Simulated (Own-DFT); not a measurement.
# Point defects and the pressure they add: zincblende GaAs

The numbers are computed, not measured, by runs of the plane-wave DFT program Own-DFT (in-house, retired, unreviewed) at fixed positions, with no spin and no spin-orbit coupling.

Common settings: PBE; PseudoDojo norm-conserving scalar-relativistic files; cutoff 42 hartree; 3 x 3 x 3 k mesh centred on Gamma; Fermi-Dirac smearing of 0.1 eV.

Caveats (not all hold for every row): not probed for a lower state with spin; forces on such cells failed a check on a denser k mesh; forces not confirmed at this smearing and k mesh; forces on such cells passed a denser k mesh, each cell not checked; stress not checked against mesh or cutoff.

All runs share one cell, with vectors in Å (11.307, 0.000, 0.000); (0.000, 11.307, 0.000); (0.000, 0.000, 11.307) and a volume of 1445.4 Å³. u is the rms random offset of the atoms per axis. The defect's site can differ from row to row.

| cell | formula | u (Å) | P (GPa) |
|---|---|---|---|
| no defect | As32Ga32 | 0.0201 | 3.53 |
| no defect | As32Ga32 | 0.0461 | 3.91 |
| no defect | As32Ga32 | 0.0501 | 4.07 |
| two Ga vacancies | As32Ga30 | 0.0275 | ? |
| two Ga vacancies | As32Ga30 | 0.0284 | 2.88 |
| two Ga vacancies | As32Ga30 | 0.0309 | 3.01 |
| two Ga vacancies | As32Ga30 | 0.0311 | 3.00 |
| one In on a Ga site | As32Ga31In | 0.0278 | 4.29 |
| one In on a Ga site | As32Ga31In | 0.0496 | 4.53 |
| one In on a Ga site | As32Ga31In | 0.0509 | 4.55 |
| two As on a Ga site each | As34Ga30 | 0.0300 | 4.81 |
| two As on a Ga site each | As34Ga30 | 0.0305 | 4.83 |
| two As on a Ga site each | As34Ga30 | 0.0320 | 4.83 |
| one As on a Ga site and one Ga on an As site | As32Ga32 | 0.0283 | 3.90 |
| one As on a Ga site and one Ga on an As site | As32Ga32 | 0.0455 | 4.21 |
| one As on a Ga site and one Ga on an As site | As32Ga32 | 0.0513 | 4.29 |

## What the rows give

P = P0 + c u² + a shift for each defect gives P0 = 3.49 GPa, c = 206 ± 20 GPa/Å² and a scatter of 0.05 GPa. The shifts, and each times the cell's volume:

- two As on a Ga site each: 1.14 ± 0.04 GPa, 10.3 eV (5.1 eV for each of its 2 sites)
- one In on a Ga site: 0.57 ± 0.04 GPa, 5.1 eV
- one As on a Ga site and one Ga on an As site: 0.27 ± 0.04 GPa, 2.4 eV
- two Ga vacancies: -0.72 ± 0.04 GPa, -6.5 eV (-3.2 eV for each of its 2 sites)

Positive is outwards. The product with the volume (160.2 GPa Å³ to the eV) is nearly free of the cell's size; divided by the bulk modulus at the cell's pressure it gives the volume that the defect adds. The atoms around the defects weren't relaxed, which would change these numbers.

## Check

The question: what pressure belongs in the blank (two Ga vacancies, u = 0.0275 Å)?

From the fit: 2.93 ± 0.06 GPa. The hidden result is 2.95 GPa.
